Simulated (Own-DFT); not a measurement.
# Computed records: SiC (4H silicon carbide, atoms displaced)

A calculation, not a measurement: plane-wave PBE density functional theory by an unreviewed code, no spin, of a simulated periodic cell, stress positive in tension, free energy of the whole cell less one offset for each atom, forces on such cells passed a denser k mesh, this cell's mesh not checked; offsets are fitted by least squares, one for each functional and potential file, so energies compare only between cells with the same atoms and settings and are not formation energies; the far tail of each file's local potential was reset to the Coulomb form; each entry is a single point on an unrelaxed cell, so the pressure reflects the starting lattice, mostly measured values (interpolated for alloys), from which strain is counted, and rises with the displacements; printed positions are rounded, which can move forces by about a meV/angstrom; the program, named Own-DFT, is a retired in-house code; no spin-orbit coupling. Program: Own-DFT development build.

Common to all runs: functional PBE; potential files PseudoDojo norm-conserving, scalar-relativistic, standard set; wave cutoff 42 hartree; occupations Fermi-Dirac; smearing width 0.1 eV; hardware one NVIDIA H100; k mesh 5 x 5 x 3 centred on Gamma.

```json
{"entry": 1, "formula": "SiC", "kind": "4H silicon carbide, atoms displaced", "structure": {"cell_angstrom": [[6.1654, 0.0, 0.0], [-3.0827, 5.3394, 0.0], [0.0, 0.0, 10.0681]], "atoms_fractional": [["Si", 0.99876, 0.00631, 0.40437], ["Si", 0.16781, 0.33144, 0.1607], ["C", 0.99908, 0.00558, 0.09623], ["C", 0.15543, 0.32766, 0.34616], ["Si", 0.99703, 0.50099, 0.40494], ["Si", 0.17009, 0.84465, 0.15932], ["C", 0.00092, 0.49524, 0.08997], ["C", 0.17028, 0.83846, 0.34445], ["Si", 0.50805, 0.00779, 0.40715], ["Si", 0.66352, 0.33515, 0.14798], ["C", 0.50237, 0.99919, 0.09639], ["C", 0.6687, 0.33247, 0.33864], ["Si", 0.50708, 0.50719, 0.40018], ["Si", 0.66571, 0.83436, 0.15467], ["C", 0.49837, 0.50019, 0.09093], ["C", 0.65736, 0.82279, 0.34604], ["Si", 0.0028, 0.99609, 0.90605], ["Si", 0.82368, 0.65511, 0.66089], ["C", 0.99838, 0.99949, 0.59744], ["C", 0.81847, 0.67064, 0.84177], ["Si", 0.99424, 0.49856, 0.90248], ["Si", 0.82716, 0.15777, 0.65209], ["C", 0.00316, 0.49826, 0.60125], ["C", 0.84127, 0.16792, 0.84346], ["Si", 0.50511, 0.99919, 0.90238], ["Si", 0.33902, 0.67376, 0.65668], ["C", 0.51159, 0.99843, 0.58927], ["C", 0.33032, 0.66777, 0.84214], ["Si", 0.50535, 0.4947, 0.90956], ["Si", 0.3345, 0.17082, 0.6562], ["C", 0.50066, 0.49612, 0.59241], ["C", 0.32773, 0.15736, 0.84995]]}, "results": {"free_energy_of_cell_above_offsets [eV]": "-4.528", "pressure [GPa]": 3.8, "stress_xx [GPa]": -2.94, "stress_yy [GPa]": -4.5, "stress_zz [GPa]": -3.96, "stress_yz [GPa]": 0.52, "stress_xz [GPa]": 0.19, "stress_xy [GPa]": -0.71, "force_element": ["Si", "Si", "C", "C", "Si", "Si", "C", "C", "Si", "Si", "C", "C", "Si", "Si", "C", "C", "Si", "Si", "C", "C", "Si", "Si", "C", "C", "Si", "Si", "C", "C", "Si", "Si", "C", "C"], "force_x [eV/angstrom]": [0.448, -0.877, 0.47, 1.003, 0.018, 0.32, -0.471, -0.178, -0.587, 1.276, -0.603, -0.429, -0.397, 0.116, -0.069, 0.413, -1.144, 0.533, 0.587, 1.976, 0.538, 1.32, -0.612, -0.797, 0.078, 0.195, -2.09, 0.658, -2.424, 0.156, -0.411, 0.984], "force_y [eV/angstrom]": [-1.632, 0.531, -0.69, 1.369, 0.555, -1.445, 1.073, 0.033, -0.834, -0.146, 0.168, 0.494, -2.284, -0.105, 0.152, 2.163, 0.451, 1.146, -0.718, -0.629, 0.441, 1.321, 0.075, -0.399, -0.361, -1.136, 0.261, -0.292, 0.009, -0.915, 0.372, 0.973], "force_z [eV/angstrom]": [1.146, -1.076, -0.456, -0.326, 0.802, -0.849, 0.532, 0.544, -0.973, 1.034, -1.08, 0.218, 1.47, 0.567, 0.998, -1.059, 0.562, -1.537, -0.913, 1.098, 0.217, 1.38, -1.501, -0.339, 1.0, -0.196, 0.71, 0.459, -1.031, 0.152, -0.332, -1.223], "wall_time [s]": 120.1}}
{"entry": 2, "formula": "SiC", "kind": "4H silicon carbide, atoms displaced", "structure": {"cell_angstrom": [[6.1654, 0.0, 0.0], [-3.0827, 5.3394, 0.0], [0.0, 0.0, 10.0681]], "atoms_fractional": [["Si", 0.00836, 0.00303, 0.4086], ["Si", 0.16439, 0.33419, 0.15603], ["C", 0.00596, 0.99654, 0.09716], ["C", 0.17262, 0.33159, 0.34272], ["Si", 0.99386, 0.5, 0.40259], ["Si", 0.17355, 0.84553, 0.15775], ["C", 0.00965, 0.50393, 0.0903], ["C", 0.17665, 0.84255, 0.34121], ["Si", 0.5093, 0.99942, 0.41103], ["Si", 0.6694, 0.32693, 0.157], ["C", 0.49466, 0.98803, 0.089], ["C", 0.67204, 0.32841, 0.34074], ["Si", 0.49366, 0.49957, 0.40574], ["Si", 0.66991, 0.84343, 0.15986], ["C", 0.49398, 0.49255, 0.09729], ["C", 0.67177, 0.84112, 0.34571], ["Si", 0.99285, 0.98989, 0.90206], ["Si", 0.83878, 0.6692, 0.65964], ["C", 0.00341, 0.99871, 0.59291], ["C", 0.81817, 0.65775, 0.83936], ["Si", 0.99537, 0.50315, 0.90583], ["Si", 0.83872, 0.1665, 0.65468], ["C", 0.00254, 0.49685, 0.59086], ["C", 0.84033, 0.17324, 0.84346], ["Si", 0.48758, 0.99654, 0.90518], ["Si", 0.33021, 0.66408, 0.65863], ["C", 0.49797, 0.9915, 0.59336], ["C", 0.33249, 0.6741, 0.843], ["Si", 0.50269, 0.5014, 0.90286], ["Si", 0.32945, 0.15865, 0.65246], ["C", 0.50227, 0.50002, 0.59555], ["C", 0.34255, 0.17373, 0.84232]]}, "results": {"free_energy_of_cell_above_offsets [eV]": "-4.634", "pressure [GPa]": 3.76, "stress_xx [GPa]": -3.3, "stress_yy [GPa]": -2.37, "stress_zz [GPa]": -5.61, "stress_yz [GPa]": 0.09, "stress_xz [GPa]": -0.55, "stress_xy [GPa]": -0.28, "force_element": ["Si", "Si", "C", "C", "Si", "Si", "C", "C", "Si", "Si", "C", "C", "Si", "Si", "C", "C", "Si", "Si", "C", "C", "Si", "Si", "C", "C", "Si", "Si", "C", "C", "Si", "Si", "C", "C"], "force_x [eV/angstrom]": [-0.299, 0.761, -1.618, -1.414, 1.484, 0.535, -1.301, 0.007, -0.944, -0.454, 0.172, -1.147, 1.478, 0.721, 0.955, 0.648, 0.298, -0.343, -0.268, 1.611, 0.851, -0.658, -0.595, -0.612, 1.742, 0.512, 0.197, -0.025, -1.764, 0.871, -0.026, -1.374], "force_y [eV/angstrom]": [-0.264, -0.262, 0.548, 0.246, 0.556, -1.623, 0.043, -0.747, 0.171, 0.463, 1.516, 0.231, 0.443, -1.715, 1.038, -0.74, 1.431, -0.972, -0.249, 1.151, -0.334, -0.057, 0.337, -0.95, 0.883, -0.237, 0.704, -1.011, -0.354, 1.148, -0.218, -1.173], "force_z [eV/angstrom]": [-0.939, -0.335, -1.301, 0.331, 0.153, -0.285, 0.825, 1.139, -0.981, -1.159, 0.734, 0.991, 0.064, -0.773, -0.762, 0.25, 0.988, -1.94, 0.325, 1.064, -0.125, 0.379, 0.241, 0.033, -0.262, -0.716, 0.459, 0.135, 1.521, 0.683, -0.421, -0.314], "wall_time [s]": 121.2}}
{"entry": 3, "formula": "SiC", "kind": "4H silicon carbide, atoms displaced", "structure": {"cell_angstrom": [[6.1654, 0.0, 0.0], [-3.0827, 5.3394, 0.0], [0.0, 0.0, 10.0681]], "atoms_fractional": [["Si", 0.9994, 0.00528, 0.40427], ["Si", 0.17111, 0.3333, 0.15679], ["C", 0.99864, 0.00228, 0.09498], ["C", 0.16213, 0.32867, 0.34327], ["Si", 0.9972, 0.50245, 0.4034], ["Si", 0.17048, 0.83582, 0.15596], ["C", 0.99503, 0.49884, 0.08838], ["C", 0.15832, 0.83693, 0.34527], ["Si", 0.50363, 0.008, 0.40524], ["Si", 0.668, 0.34676, 0.16284], ["C", 0.49809, 0.99875, 0.09772], ["C", 0.66868, 0.32642, 0.34163], ["Si", 0.50286, 0.50369, 0.41062], ["Si", 0.66281, 0.82506, 0.16], ["C", 0.49566, 0.49629, 0.09201], ["C", 0.67781, 0.83345, 0.34417], ["Si", 0.99654, 0.00927, 0.90288], ["Si", 0.83899, 0.67249, 0.65735], ["C", 0.00788, 0.00221, 0.5878], ["C", 0.83503, 0.6768, 0.8444], ["Si", 0.00316, 0.50268, 0.90882], ["Si", 0.83436, 0.1697, 0.66083], ["C", 0.0081, 0.50777, 0.59464], ["C", 0.82809, 0.16888, 0.8454], ["Si", 0.48502, 0.98266, 0.90358], ["Si", 0.34164, 0.66301, 0.65511], ["C", 0.50636, 0.00195, 0.59292], ["C", 0.33482, 0.6685, 0.84168], ["Si", 0.50264, 0.5003, 0.90273], ["Si", 0.33295, 0.17058, 0.6585], ["C", 0.49461, 0.50283, 0.59714], ["C", 0.33039, 0.1632, 0.84638]]}, "results": {"free_energy_of_cell_above_offsets [eV]": "-4.626", "pressure [GPa]": 3.77, "stress_xx [GPa]": -2.48, "stress_yy [GPa]": -3.62, "stress_zz [GPa]": -5.21, "stress_yz [GPa]": 0.07, "stress_xz [GPa]": 0.09, "stress_xy [GPa]": -0.26, "force_element": ["Si", "Si", "C", "C", "Si", "Si", "C", "C", "Si", "Si", "C", "C", "Si", "Si", "C", "C", "Si", "Si", "C", "C", "Si", "Si", "C", "C", "Si", "Si", "C", "C", "Si", "Si", "C", "C"], "force_x [eV/angstrom]": [0.582, -1.225, 0.083, 0.392, 0.807, -0.778, 0.557, 1.493, 0.098, 0.742, 0.435, -1.01, -0.205, -0.086, 0.217, -1.876, 0.442, 0.091, -0.977, 0.514, -0.871, 0.483, -0.409, -0.285, 0.594, -2.229, -0.433, 0.092, -0.027, 0.631, 2.282, -0.121], "force_y [eV/angstrom]": [-0.24, -0.273, -0.376, 1.612, 0.168, -0.168, 0.382, -0.213, -1.839, -1.702, 0.326, 1.526, -0.514, 1.142, 0.572, -0.451, -0.584, 0.02, 0.245, -0.613, 0.003, 0.188, -0.756, 0.083, 2.387, 1.509, 0.241, -1.569, -0.047, -0.811, -0.622, 0.373], "force_z [eV/angstrom]": [0.336, -0.415, -0.522, 0.213, 0.836, -0.126, 2.035, -0.404, 0.211, -2.52, -0.567, 1.42, -0.747, -1.079, 0.133, 0.517, 1.419, -0.383, 1.502, -0.09, -1.212, -1.379, -0.223, 0.016, 1.578, 0.119, 0.288, 0.048, 0.684, -0.495, -0.638, -0.554], "wall_time [s]": 122.3}}
{"entry": 4, "formula": "SiC", "kind": "4H silicon carbide, atoms displaced", "structure": {"cell_angstrom": [[6.1654, 0.0, 0.0], [-3.0827, 5.3394, 0.0], [0.0, 0.0, 10.0681]], "atoms_fractional": [["Si", 0.99138, 0.99281, 0.40956], ["Si", 0.17274, 0.33331, 0.15029], ["C", 0.98812, 0.99648, 0.08897], ["C", 0.172, 0.33764, 0.34617], ["Si", 0.9963, 0.50318, 0.4004], ["Si", 0.17308, 0.83794, 0.15556], ["C", 0.99602, 0.49813, 0.09319], ["C", 0.16642, 0.84051, 0.33804], ["Si", 0.49525, 0.9968, 0.4108], ["Si", 0.65736, 0.32889, 0.15306], ["C", 0.50199, 0.00288, 0.08976], ["C", 0.66911, 0.33197, 0.34469], ["Si", 0.50156, 0.49646, 0.40507], ["Si", 0.66903, 0.83331, 0.15786], ["C", 0.48407, 0.49547, 0.09538], ["C", 0.66861, 0.83699, 0.34154], ["Si", 0.9985, 0.9994, 0.90412], ["Si", 0.83003, 0.66551, 0.65468], ["C", 0.00833, 0.99912, 0.58843], ["C", 0.82881, 0.66758, 0.8442], ["Si", 0.00246, 0.49358, 0.9065], ["Si", 0.83416, 0.15957, 0.65868], ["C", 0.98944, 0.49315, 0.59481], ["C", 0.8373, 0.1656, 0.84801], ["Si", 0.50216, 0.00468, 0.90525], ["Si", 0.33549, 0.67406, 0.65331], ["C", 0.50447, 0.00543, 0.59162], ["C", 0.33762, 0.66551, 0.84181], ["Si", 0.50049, 0.49079, 0.89926], ["Si", 0.33335, 0.16165, 0.65894], ["C", 0.50485, 0.49875, 0.59835], ["C", 0.33029, 0.16034, 0.85015]]}, "results": {"free_energy_of_cell_above_offsets [eV]": "-4.605", "pressure [GPa]": 3.73, "stress_xx [GPa]": -4.23, "stress_yy [GPa]": -2.5, "stress_zz [GPa]": -4.45, "stress_yz [GPa]": -0.33, "stress_xz [GPa]": 0.18, "stress_xy [GPa]": -1.36, "force_element": ["Si", "Si", "C", "C", "Si", "Si", "C", "C", "Si", "Si", "C", "C", "Si", "Si", "C", "C", "Si", "Si", "C", "C", "Si", "Si", "C", "C", "Si", "Si", "C", "C", "Si", "Si", "C", "C"], "force_x [eV/angstrom]": [0.64, -2.565, 1.6, -0.566, 1.109, -0.975, 0.165, 0.24, 0.252, 0.496, 0.051, -0.69, -0.246, -0.893, 2.673, -0.435, -0.065, 0.807, -0.813, 1.257, -0.513, 0.127, 0.974, -0.602, 0.705, -0.133, 0.06, -0.415, -0.945, -0.057, -1.209, -0.034], "force_y [eV/angstrom]": [1.562, -1.07, 0.243, -0.704, -0.205, -0.444, 0.263, -0.454, 0.514, 0.667, -0.511, -0.453, 0.279, -0.171, 1.108, -0.636, -0.933, -0.022, -0.324, -0.372, 1.433, 0.871, 0.668, -0.094, -1.437, -1.407, -0.627, 0.236, 1.372, 0.731, -0.04, -0.043], "force_z [eV/angstrom]": [-2.009, 1.792, 0.653, -0.605, 0.833, -1.175, 0.075, 1.553, -1.915, 0.606, 0.638, -0.618, 0.419, -0.871, -1.515, 1.211, 0.864, 0.586, 1.997, -0.372, -0.119, -0.533, -0.592, -1.278, 0.306, 0.302, 1.109, 0.111, 1.528, -0.25, -1.05, -1.682], "wall_time [s]": 119.4}}
```
